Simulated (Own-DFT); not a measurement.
Al16O23 (corundum with two vacancies, atoms displaced) (calculated)

A calculation, not a measurement: plane-wave PBE density functional theory by an unreviewed code, no spin, of a simulated periodic cell, stress positive in tension, free energy of the whole cell less one offset for each atom, defect cell not probed for a lower state with spin; oxygen file: force components 24 meV/angstrom off all-electron in one glass; forces on such cells passed a denser k mesh, this cell's mesh not checked; offsets are fitted by least squares, one for each functional and potential file, so energies compare only between cells with the same atoms and settings and are not formation energies; the far tail of each file's local potential was reset to the Coulomb form; each entry is a single point on an unrelaxed cell, so the pressure reflects the starting lattice, mostly measured values, from which strain is counted, and rises with the displacements; printed positions are rounded, which can move forces by about a meV/angstrom; the program is a retired in-house code; no spin-orbit coupling; before rounding, a Quantum ESPRESSO 7.3.1 run of the same cell and cutoff gave forces within 1 meV/angstrom rms on each cell, which checks the program and not the settings. Program: Own-DFT development build.

Common to all runs: functional PBE; potential files PseudoDojo norm-conserving, scalar-relativistic, standard set; wave cutoff 72 hartree; occupations Fermi-Dirac; smearing width 0.1 eV; k mesh 3 x 3 x 3 centred on Gamma.

(1) Al16O23 (corundum with two vacancies, atoms displaced)

```xyz
78
Lattice="5.4940 0.0000 8.6604 -2.7470 4.7579 8.6604 -2.7470 -4.7579 8.6604" Properties=species:S:1:pos:R:3 Al16O23
Al     0.0501    -0.0317     4.5271
Al     0.0193    -0.0513     8.3317
Al    -0.0535    -0.0052    11.2784
Al    -0.0011     0.0366     1.8953
O     -0.1778     1.7367     7.4776
O      1.5290    -0.7232     7.5454
O     -1.2947    -0.8726     7.5203
O      0.1786    -1.7136     5.3736
O     -1.3946     0.7364     5.3536
O      1.2605     0.9313     5.4915
Al    -1.3317    -2.3368     8.9076
Al    -1.3118    -2.4396    12.7298
Al    -1.3545    -2.2359    15.3178
Al    -1.4759    -2.4589     6.2678
O      0.1933    -3.0130    11.8424
O     -2.6824    -3.2737    11.7931
O     -1.1891    -4.0131     9.7668
O     -2.8544    -1.8069     9.7371
O     -0.0424    -1.5397     9.6650
Al    -1.4126     2.3967     8.8355
Al    -1.3352     2.4267    12.7270
Al    -1.4383     2.2466    15.5011
Al    -1.3016     2.4383     6.2013
O     -1.4975     4.0592    11.9375
O     -0.0109     1.7044    12.1327
O     -2.7591     1.3478    11.9183
O     -1.1959     0.8044     9.7428
O     -2.9159     2.9139     9.8255
O      0.0291     3.3221     9.6680
Al    -2.7324     0.0231    13.2938
Al    -2.5841     0.0787    16.9896
Al    -2.9129     0.0246    19.6751
Al    -2.7057    -0.0640    10.6357
O     -2.8935     1.6288    16.1513
O     -1.1750    -0.7319    16.2129
O     -4.1184    -0.8571    16.1972
O     -2.5618    -1.5999    13.9540
O     -4.2973     0.8163    14.1218
O     -1.3198     0.8794    14.1355
Al     2.7214     0.1428     8.9441
Al     2.7825     0.1102    12.7191
Al     2.6562    -0.0745    15.3721
Al     2.7342    -0.0470     6.2102
O      2.7055     1.5895    11.7997
O      4.1664    -0.7211    11.8994
O      1.2612    -1.0115    11.8870
O      2.9106    -1.6445     9.7391
O      1.3969     0.8976     9.6951
O      4.1440     0.9133     9.7914
Al     1.4162    -2.4507    13.3536
Al     1.4380    -2.3958    17.1034
Al     1.3566    -2.5231    19.7556
Al     1.4767    -2.2780    10.4948
O      1.2003    -0.7838    16.2672
O      2.8525    -3.1501    16.1981
O      0.0392    -3.2908    16.2943
O      1.4940    -3.9856    14.1692
O      0.0005    -1.5709    13.9617
O      2.7182    -1.4943    13.9877
Al     1.3028     2.3549    13.2450
Al     1.3253     2.4419    17.0804
Al     1.3659     2.2840    19.7620
Al     1.3692     2.3111    10.4193
O      1.2394     3.9626    16.2167
O      2.8650     1.6691    16.2565
O      0.0894     1.3723    16.2074
O      1.5091     0.6064    14.2244
O     -0.2822     3.3303    14.0968
O      2.7225     3.2453    14.2092
Al    -0.0787     0.0157    17.6523
Al    -0.2415    -0.0377    21.3414
Al    -0.0586     0.1269    24.1031
Al    -0.0892     0.0428    14.7867
O     -0.1195     1.6311    20.5041
O     -1.3670    -0.8047    20.6278
O      0.1561    -1.5278    18.3414
O     -1.3264     0.7762    18.4295
O      1.3124     0.7443    18.3466
```

```
free energy of cell above offsets : -41.328 eV
pressure                          : 13.81 GPa
stress xx                         : -16.31 GPa
stress yy                         : -14.49 GPa
stress zz                         : -10.64 GPa
stress yz                         : -2.52 GPa
stress xz                         : -0.19 GPa
stress xy                         : 0.05 GPa
```

Force:
```tsv
element	x (eV/Å)	y (eV/Å)	z (eV/Å)
Al	-1.46	-0.349	1.267
Al	0.074	1.895	0.757
Al	-2.188	-0.721	-1.019
Al	-0.261	-1.769	0.047
O	1.958	-0.631	0.936
O	-1.106	-0.297	1.534
O	-2.101	-1.745	-0.585
O	-1.857	-0.151	0.233
O	-1.357	0.303	-0.249
O	2.036	1.081	-1.039
Al	-1.597	-1.131	-0.433
Al	-0.066	1.347	-1.035
Al	0.233	-2.938	1.009
Al	1.748	3.486	-0.891
O	-1.699	-2.591	0.803
O	0.652	-1.208	1.548
O	-1.085	0.025	-1.378
O	1.015	1.65	-0.093
O	2.659	2.064	0.621
Al	-0.096	-0.254	-0.395
Al	-5.01	1.505	2.696
Al	2.469	3.175	-1.871
Al	-1.356	-1.004	0.518
O	-0.212	-0.191	-1.121
O	5.17	-2.416	-3.307
O	0.696	1.133	0.689
O	0.549	-1.298	0.525
O	1.335	2.663	-0.259
O	-0.013	0.178	1.062
Al	-1.822	0.842	-1.655
Al	-2.45	-1.781	1.153
Al	3.838	0.566	0.624
Al	-0.725	-0.535	-0.769
O	-0.625	-0.496	1.694
O	-1.545	0.799	-0.138
O	0.675	0.572	0.717
O	-0.086	-0.558	1.257
O	0.828	-2.932	-1.774
O	-3.441	2.069	-1.955
Al	1.804	-2.647	-1.975
Al	-0.043	-3.128	1.234
Al	1.211	0.799	2.164
Al	-0.212	3.958	3.629
O	-3.982	0.594	1.584
O	1.38	-0.35	-0.51
O	2.579	2.844	0.025
O	-0.287	1.248	-0.651
O	-2.803	-5.079	-0.897
O	-0.556	-0.509	-1.294
Al	-0.423	1.464	-3.229
Al	-1.3	1.758	-0.312
Al	1.873	4.349	-0.987
Al	-2.046	-1.297	1.733
O	1.846	-0.553	-1.104
O	0.226	2.978	2.366
O	-0.429	0.314	-1.296
O	-0.918	-1.102	-0.729
O	-2.555	-1.087	1.383
O	1.672	0.728	1.688
Al	1.06	1.368	1.879
Al	1.157	-2.413	-0.096
Al	0.309	0.184	-0.349
Al	1.092	6.373	2.018
O	0.366	2.221	-0.03
O	-0.367	-0.641	-0.283
O	-2.164	1.697	-0.287
O	-0.412	3.186	-4.294
O	2.238	-6.439	-3.514
O	-1.413	0.524	-2.515
Al	3.884	-0.917	-3.314
Al	8.403	3.813	3.631
Al	0.659	-5.01	-1.201
Al	4.589	-2.634	3.834
O	-0.156	-0.31	1.3
O	-6.987	-5.53	-4.054
O	-1.317	-4.229	2.573
O	-4.402	0.843	-0.135
O	2.648	2.273	2.291
```

(2) Al16O23 (corundum with two vacancies, atoms displaced)

```xyz
78
Lattice="5.4940 0.0000 8.6604 -2.7470 4.7579 8.6604 -2.7470 -4.7579 8.6604" Properties=species:S:1:pos:R:3 Al16O23
Al     0.0857     0.2028     4.6492
Al     0.0529     0.0084     8.2961
Al    -0.0712    -0.0592    11.1130
Al    -0.0426    -0.1180     1.8604
O     -0.1944     1.6190     7.5265
O      1.5368    -0.6088     7.4738
O     -1.5056    -0.9159     7.5677
O      0.1183    -1.5656     5.5921
O     -1.4614     0.7040     5.3750
Al    -1.3557    -2.4370     8.9675
Al    -1.4586    -2.3443    12.7250
Al    -1.4821    -2.2682    15.4530
Al    -1.4095    -2.3614     6.1123
O     -1.5223    -0.6561    11.8595
O      0.1304    -3.1727    11.9083
O     -2.7913    -3.3223    11.9220
O     -1.1907    -4.0002     9.8765
O     -2.8722    -1.5625     9.7672
O     -0.1082    -1.3259     9.7154
Al    -1.4246     2.3020     8.7569
Al    -1.5377     2.4352    12.7507
Al    -1.3205     2.3213    15.3315
Al    -1.1771     2.3822     6.2562
O     -1.4817     3.9860    11.7676
O      0.1646     1.6103    11.8813
O     -2.8307     1.4441    11.8792
O     -1.2739     0.7601     9.7608
O     -2.8862     3.1009     9.5594
O      0.0327     3.4704     9.8050
Al    -2.8708    -0.0627    13.1447
Al    -2.8141    -0.0380    17.1156
Al    -2.6915    -0.0704    19.7999
Al    -2.7629    -0.0365    10.5061
O     -2.8233     1.6260    16.2441
O     -1.2059    -0.8128    16.2785
O     -3.9792    -0.9888    16.0005
O     -2.6500    -1.7148    14.0142
O     -4.1680     0.6539    14.0193
O     -1.3582     0.9411    14.0533
Al     2.6448     0.0941     8.9272
Al     2.7493     0.0220    12.7650
Al     2.8061    -0.0252    15.4960
Al     2.6854     0.1525     6.3757
O      2.4730     1.8187    11.9599
O      3.9850    -0.7537    11.8428
O      1.4557    -0.9054    11.8352
O      2.8322    -1.5160     9.7703
O      1.4520     0.5765     9.7725
O      4.1482     0.8248     9.7433
Al     1.3953    -2.4889    13.2889
Al     1.3478    -2.3776    17.1769
Al     1.3187    -2.3990    19.6704
Al     1.1827    -2.2187    10.4543
O      1.1535    -0.8425    16.2128
O      2.8568    -3.0839    16.3170
O      1.4476    -4.0222    14.2189
O     -0.0916    -1.8566    14.0938
O      2.7275    -1.4007    14.2061
Al     1.2233     2.4999    13.2936
Al     1.3080     2.3000    17.0308
Al     1.5178     2.3594    19.7882
Al     1.3289     2.6104    10.6342
O      1.2342     3.8840    16.2276
O      2.8181     1.6160    16.1920
O     -0.0556     1.3873    16.3031
O      1.3662     0.6469    14.0362
O     -0.1320     3.2184    14.0030
O      2.7581     3.4801    14.2239
Al    -0.0548    -0.0745    17.5909
Al    -0.1026    -0.0361    21.3546
Al     0.0433    -0.1170    24.1583
Al     0.0029     0.2906    14.9260
O     -0.1650     1.7744    20.5765
O      1.3274    -0.7098    20.5717
O     -1.3411    -0.9123    20.6912
O      0.0802    -1.7469    18.1698
O     -1.4764     0.8435    18.5654
O      1.3393     0.8861    18.3804
```

```
free energy of cell above offsets : -39.077 eV
pressure                          : 13.47 GPa
stress xx                         : -15.25 GPa
stress yy                         : -13.3 GPa
stress zz                         : -11.84 GPa
stress yz                         : -0.84 GPa
stress xz                         : 1.13 GPa
stress xy                         : 3.33 GPa
```

Force:
```tsv
element	x (eV/Å)	y (eV/Å)	z (eV/Å)
Al	0.818	-1.262	0.462
Al	-0.758	-1.167	1.42
Al	3.1	2.651	-0.379
Al	0.404	1.198	0.883
O	1.271	0.103	1.103
O	-1.945	-2.321	1.291
O	4.517	-1.003	2.532
O	0.279	-0.32	-2.857
O	-0.97	1.428	0.91
Al	-1.039	0.684	-1.807
Al	3.102	-1.171	0.271
Al	4.199	-2.51	-1.808
Al	-0.073	-1.111	2.061
O	-1.809	-1.637	1.588
O	-1.533	1.222	0.718
O	-0.501	0.83	-1.085
O	-1.55	-0.136	-1.861
O	-0.482	-2.976	-0.462
O	-0.503	-1.081	-0.767
Al	-0.709	0.021	2
Al	1.983	-0.358	-0.179
Al	-1.715	2.507	1.283
Al	-5.86	-1.61	-2.752
O	-1.71	-0.984	1.598
O	-2.389	1.58	0.241
O	2.949	-1.01	1.815
O	0.312	0.809	-0.81
O	1.174	-0.2	1.451
O	-0.465	-2.64	-1.796
Al	1.215	0.417	0.177
Al	1.333	1.64	-0.461
Al	-0.998	3.934	0.243
Al	-0.183	2.229	0.413
O	-0.142	-0.101	0.58
O	-2.5	2.835	0.909
O	0.769	1.213	4.713
O	1.608	1.655	-0.973
O	-1.103	2.74	1.302
O	-1.468	0.385	-0.8
Al	7.064	-3.588	-3.572
Al	-2.168	0.495	0.201
Al	-3.759	0.112	-2.296
Al	0.701	0.793	-1.302
O	3.104	-1.176	-0.516
O	4.884	-0.211	-0.357
O	-3.043	0.217	0.646
O	-0.179	-2.46	-1.48
O	-8.617	4.976	3.291
O	-0.056	2.425	0.14
Al	-0.252	1.748	-0.898
Al	1.394	-1.399	-3.88
Al	-0.335	-0.712	1.727
Al	4.745	-1.067	2.732
O	1.474	2	0.094
O	0.641	-1.726	-0.197
O	0.796	0.056	-0.861
O	-2.068	1.797	-0.312
O	-0.734	-0.735	-2.113
Al	3.401	-2.773	-0.41
Al	-0.171	1.405	1.838
Al	-6.826	1.757	-2.453
Al	1.377	-5.13	0.16
O	0.274	1.693	-0.532
O	0.258	0.344	0.238
O	-0.495	1.391	-0.533
O	2.663	2.593	-0.841
O	-2.32	-0.24	1.46
O	-0.621	-4.371	-3.281
Al	0.33	1.581	-0.607
Al	2.571	3.688	3.067
Al	-2.321	2.782	-0.25
Al	0.293	-6.402	0.579
O	1.489	-2.717	1.202
O	2.095	-1.285	-1.593
O	-3.372	-0.033	-2.783
O	-1.919	0.166	4.925
O	0.772	-2.589	-2.534
O	0.302	0.11	0.132
```

(3) Al16O23 (corundum with two vacancies, atoms displaced)

```xyz
78
Lattice="5.4940 0.0000 8.6604 -2.7470 4.7579 8.6604 -2.7470 -4.7579 8.6604" Properties=species:S:1:pos:R:3 Al16O23
Al     0.0331     0.0051     4.5574
Al    -0.0652     0.0241     8.4553
Al    -0.1610    -0.0452    10.9733
Al    -0.0962     0.1647     1.8836
O     -0.1091     1.7437     7.6549
O      1.3417    -0.7027     7.5518
O     -1.4072    -0.8187     7.5477
O      0.2409    -1.5717     5.3326
O     -1.4291     0.7714     5.4086
O      1.3547     0.8149     5.4865
Al    -1.4117    -2.4400     8.8472
Al    -1.3452    -2.4315    12.7209
Al    -1.3943    -2.4839    15.4308
Al    -1.3460    -2.4331     6.2252
O     -1.3706    -0.6814    11.8278
O      0.2689    -3.2039    11.8410
O     -2.6947    -3.3082    11.9463
O     -1.2121    -3.9354     9.8671
O     -2.9883    -1.4900     9.7382
O     -0.0264    -1.4145     9.7353
Al    -1.3541     2.3437     8.9175
Al    -1.2078     2.4099    12.7991
Al    -1.3531     2.3732    15.4796
Al    -1.3614     2.3778     6.2642
O     -1.6524     4.1776    11.8291
O      0.0946     1.8230    11.8267
O     -2.7173     1.5340    11.8920
O     -1.3358     0.8676     9.5967
O     -2.8274     3.1953     9.8735
O      0.0714     3.2731     9.6833
Al    -2.7029     0.0725    13.0750
Al    -2.7193    -0.0086    17.1046
Al    -2.7780     0.0111    19.6990
Al    -2.8432    -0.1036    10.5979
O     -2.9679     1.7108    16.0911
O     -1.1812    -0.7670    16.2557
O     -4.2030    -0.9106    16.3379
O     -2.6538    -1.6215    14.1264
O     -4.3944     0.7046    14.1731
O     -1.2192     0.9194    14.0582
Al     2.7659    -0.0578     9.0289
Al     2.7204     0.1298    12.9123
Al     2.7822    -0.1152    15.5036
Al     2.7150     0.0029     6.1879
O      2.6100     1.6644    11.8727
O      4.1964    -0.7973    11.9137
O      1.3723    -0.9530    11.8572
O      1.2041     0.7681     9.7313
O      4.0727     1.0073     9.7686
Al     1.3821    -2.4307    13.1950
Al     1.4060    -2.3219    17.1315
Al     1.4339    -2.3377    19.7802
Al     1.2251    -2.3624    10.6109
O      1.2927    -0.7157    16.2640
O      2.9832    -3.1109    16.2248
O     -0.0467    -3.2642    16.3202
O      1.6357    -4.0058    14.1564
O     -0.1746    -1.6068    13.9980
O      2.9345    -1.4641    14.1927
Al     1.3295     2.2812    13.3378
Al     1.3892     2.4342    17.0183
Al     1.2665     2.3132    19.7374
Al     1.2616     2.4483    10.3923
O      2.8997     1.5034    16.2940
O     -0.0280     1.4980    16.3283
O      1.6188     0.6182    14.3016
O     -0.2295     3.2423    14.1476
O      2.7265     3.4074    14.1001
Al    -0.0352     0.0884    17.5832
Al    -0.0239    -0.0035    21.3705
Al    -0.0301    -0.0310    24.0376
Al    -0.0082     0.0373    14.7717
O     -0.1148     1.6831    20.5034
O      1.5639    -0.8035    20.5651
O     -1.4436    -0.8763    20.5353
O      0.0672    -1.7753    18.4009
O     -1.4643     0.6828    18.4446
O      1.2862     0.9192    18.4218
```

```
free energy of cell above offsets : -41.468 eV
pressure                          : 12.92 GPa
stress xx                         : -15.01 GPa
stress yy                         : -12.47 GPa
stress zz                         : -11.27 GPa
stress yz                         : 0.68 GPa
stress xz                         : -1.49 GPa
stress xy                         : 1.62 GPa
```

Force:
```tsv
element	x (eV/Å)	y (eV/Å)	z (eV/Å)
Al	-1.522	-1.141	-0.526
Al	0.828	0.544	-1.59
Al	5.826	3.642	-1.505
Al	1.127	-3.963	1.263
O	0.043	-0.893	-1.122
O	1.24	-0.254	0.586
O	3.409	-2.743	2.863
O	-1.73	-2.743	1.447
O	-0.045	0.381	-0.198
O	-0.034	3.077	-1.39
Al	0.697	1.658	-0.147
Al	0.538	0.697	1.061
Al	0.222	1.833	0.196
Al	1	0.886	-0.871
O	-4.948	-2.366	2.761
O	-3.147	1.613	2.952
O	-1.198	2.179	-0.913
O	-0.518	0.503	-2.109
O	2.026	-4.646	-1.691
O	-1.65	-0.896	-0.794
Al	-1.68	4.669	-1.389
Al	-4.313	2.119	-0.912
Al	-1.066	1.698	-0.368
Al	-0.456	0.154	0.69
O	3.84	-1.654	0.74
O	0.475	-2.427	0.841
O	-0.059	-2.233	0.676
O	0.24	-6.011	4.681
O	-0.486	-1.307	-2.185
O	-4.226	3.326	-1.591
Al	-0.431	-0.329	3.046
Al	-0.217	-0.626	-1.341
Al	-0.655	-1.7	0.601
Al	1.001	5.783	-0.6
O	3.261	-1.839	2.649
O	-1.15	1.126	-0.314
O	0.78	0.052	-0.331
O	0.768	0.44	-1.431
O	4.477	-0.042	-3.488
O	-2.771	1.826	-1.879
Al	-1.155	-0.756	-0.88
Al	2.268	-2.723	-2.89
Al	-1.387	1.425	-0.779
Al	1.602	1.729	3.435
O	-0.097	-0.22	2.056
O	-1.307	1.85	0.519
O	-0.654	1.109	1.407
O	-0.46	-1.029	0.229
O	1.276	-0.006	-0.17
Al	1.298	1.354	0.921
Al	-1.903	-0.523	-1.426
Al	-2.975	-2.117	-0.636
Al	3.112	0.556	-1.356
O	-0.978	-0.671	0.421
O	-3.025	0.311	2.155
O	1.313	-1.175	-0.889
O	-4.45	1.066	-1.492
O	1.131	-1.553	-0.567
O	-3.832	0.691	-2.77
Al	1.464	2.41	-1.452
Al	0.782	1.253	0.718
Al	2.941	3.005	-1.099
Al	4.21	-2.791	3.846
O	-0.864	2.678	-0.327
O	-0.197	-0.112	-1.141
O	-2.21	2.798	-3.432
O	3.293	-4.015	-1.977
O	-0.426	-3.436	-0.909
Al	0.652	-2.413	-1.241
Al	-0.374	-0.271	0.458
Al	-0.199	-0.127	2.23
Al	1.525	-3.496	4.183
O	-0.953	-1.866	1.994
O	-0.734	2.339	1.538
O	1.118	-0.044	1.002
O	0.825	2.859	-0.104
O	-1.281	1.045	-0.883
O	1.155	0.477	0.94
```

(4) Al16O23 (corundum with two vacancies, atoms displaced)

```xyz
78
Lattice="5.4940 0.0000 8.6604 -2.7470 4.7579 8.6604 -2.7470 -4.7579 8.6604" Properties=species:S:1:pos:R:3 Al16O23
Al    -0.0499    -0.1180     4.5825
Al     0.1837    -0.0597     8.4851
Al     0.0281    -0.1415    10.8885
Al    -0.0402    -0.0158     1.8818
O     -0.1788     1.5636     7.5527
O      1.4820    -0.5206     7.5750
O     -1.4317    -0.8778     7.4504
O      0.1687    -1.6348     5.4635
O     -1.4594     0.7542     5.2630
O      1.2786     0.8165     5.3638
Al    -1.3430    -2.4010     8.9782
Al    -1.3969    -2.4194    12.7110
Al    -1.4613    -2.2138    15.3427
Al    -1.3052    -2.5979     6.3489
O     -1.4892    -0.7787    12.0329
O      0.2366    -3.0963    11.9508
O     -2.5561    -3.2615    11.8952
O     -1.2137    -4.1007     9.8786
O     -2.9957    -1.7059     9.6457
O     -0.0487    -1.4511     9.7686
Al    -1.3201     2.4056     8.8239
Al    -1.4390     2.3432    12.8547
Al    -1.3696     2.3518    15.4439
Al    -1.3391     2.4225     6.2774
O     -1.5074     4.0941    12.0247
O     -2.7094     1.4763    11.9381
O     -1.2339     0.6816     9.5900
O     -2.9813     3.1498     9.8968
O     -0.0190     3.4136     9.7548
Al    -2.7782     0.0974    13.1086
Al    -2.7268    -0.0910    17.1005
Al    -2.7308    -0.0569    19.7586
Al    -2.6170    -0.0009    10.6190
O     -2.8745     1.5673    16.1645
O     -1.1646    -0.8336    16.1569
O     -4.2696    -0.8009    16.3092
O     -2.6785    -1.7026    14.1195
O     -4.2152     0.6137    14.0298
O     -1.3423     0.9855    14.0626
Al     2.7544     0.0462     8.8722
Al     2.7484     0.0816    12.6736
Al     2.8207     0.0378    15.4223
Al     2.5765     0.0200     6.0364
O      2.8303     1.6276    11.8546
O      4.1257    -0.7990    11.8645
O      1.1807    -0.9799    11.9329
O      0.1796     2.8447    18.4355
O      4.1050     0.7764     9.7993
Al     1.3105    -2.1753    13.1982
Al     1.4169    -2.4634    17.0277
Al     1.3688    -2.4237    19.7975
Al     1.4206    -2.3291    10.4897
O      1.3700    -0.7323    16.2517
O      2.9075    -3.0859    16.0895
O     -0.0174    -3.2340    16.0586
O      1.4858    -4.2255    14.1726
O     -0.0937    -1.5906    14.0114
O      2.7524    -1.3022    14.0143
Al     1.3646     2.2786    13.1896
Al     1.2849     2.3264    17.0607
Al     1.1723     2.4359    19.7146
Al     1.4367     2.2958    10.5487
O      1.1218     3.9967    16.3341
O      2.8605     1.6161    16.1914
O      0.1162     1.3515    16.2032
O      1.4157     0.7977    14.0036
O     -0.2403     3.1358    14.1335
O      2.7746     3.2942    14.0381
Al    -0.0592     0.1128    17.6196
Al     0.0361    -0.1415    21.4212
Al    -0.0303     0.0767    24.1230
Al    -0.0383    -0.0203    14.8255
O     -0.0896     1.5744    20.6094
O      1.4884    -0.7973    20.5803
O     -1.2964    -0.8881    20.5610
O      0.0688    -1.7245    18.3591
O     -1.4522     0.8387    18.3740
O      1.3956     0.9148    18.2835
```

```
free energy of cell above offsets : -40.017 eV
pressure                          : 14.51 GPa
stress xx                         : -15.33 GPa
stress yy                         : -14.99 GPa
stress zz                         : -13.22 GPa
stress yz                         : -0.83 GPa
stress xz                         : -0.48 GPa
stress xy                         : -0.37 GPa
```

Force:
```tsv
element	x (eV/Å)	y (eV/Å)	z (eV/Å)
Al	-0.264	1.432	-0.485
Al	-4.595	2.462	-1.628
Al	-0.403	4.133	3.742
Al	1.492	-0.39	2.302
O	1.276	2.313	0.333
O	1.05	-4.124	-1.112
O	4.169	-2.773	3.121
O	-1.949	-1.934	0.943
O	-0.536	0.998	1.371
O	-0.881	3.175	-0.533
Al	-2.09	-0.315	-0.929
Al	2.561	-0.202	2.135
Al	1.126	-5.972	-1.031
Al	-0.844	4.409	-3.705
O	0.183	1.874	-2.92
O	-1.824	-0.941	-0.694
O	-4.845	-1.524	-2.874
O	-0.313	2.276	-2.459
O	2.953	0.006	1.673
O	0.626	-1.951	-1.646
Al	-2.234	-0.842	1.273
Al	1.316	2.113	-1.297
Al	1.13	0.979	-0.629
Al	-2.38	-1.618	-1.36
O	0.644	-1.974	-1.27
O	-0.576	-0.632	-1.273
O	0.132	-0.257	2.056
O	2.439	-2.175	-2.698
O	0.748	-2.755	-0.439
Al	0.325	-2.093	1.9
Al	-0.076	1.464	-0.527
Al	-0.222	1.338	1.798
Al	-2.829	0.257	-1.766
O	1.575	-0.354	2.545
O	-1.727	4.977	3.314
O	2.555	-1.947	0.771
O	0.994	1.882	-1.024
O	0.315	1.402	0.972
O	-0.917	-1.654	0.238
Al	-0.137	-0.144	-0.871
Al	0.155	-2.007	1.964
Al	-1.978	-0.997	-1.738
Al	3.425	0.601	2.828
O	-4.69	-0.812	1.343
O	0.695	2.038	1.157
O	2.834	2.44	-2.177
O	-3.998	4.215	-3.002
O	-0.502	2.385	-1.36
Al	2.726	-3.683	1.03
Al	-1.701	2.344	-1.113
Al	3.966	1.739	-2.587
Al	-1.376	-1.865	3.217
O	-1.279	-0.354	-0.71
O	-1.155	0.091	3.159
O	0.512	-0.138	1.684
O	-0.178	2.139	-1.489
O	-2.202	-0.611	0.67
O	-0.755	-1.833	-0.387
Al	-0.371	3.635	0.033
Al	3.146	0.724	0.001
Al	4.547	-2.687	1.879
Al	-1	-0.312	0.391
O	1.772	-0.214	-0.414
O	0.106	2.459	0.772
O	-3.438	1.013	-1.005
O	0.371	-1.661	0.196
O	1.984	-1.913	-1.042
O	-0.207	-1.861	0.554
Al	3.007	-3.157	-1.256
Al	-0.738	2.48	1.073
Al	-3.033	-2.849	-2.138
Al	2.295	0.435	1.349
O	-0.266	0.419	0.091
O	1.07	0.704	-0.795
O	-1.608	-1.893	-1.056
O	0.051	0.602	-0.081
O	-1.614	-1.4	-0.809
O	1.458	-1.134	2.454
```
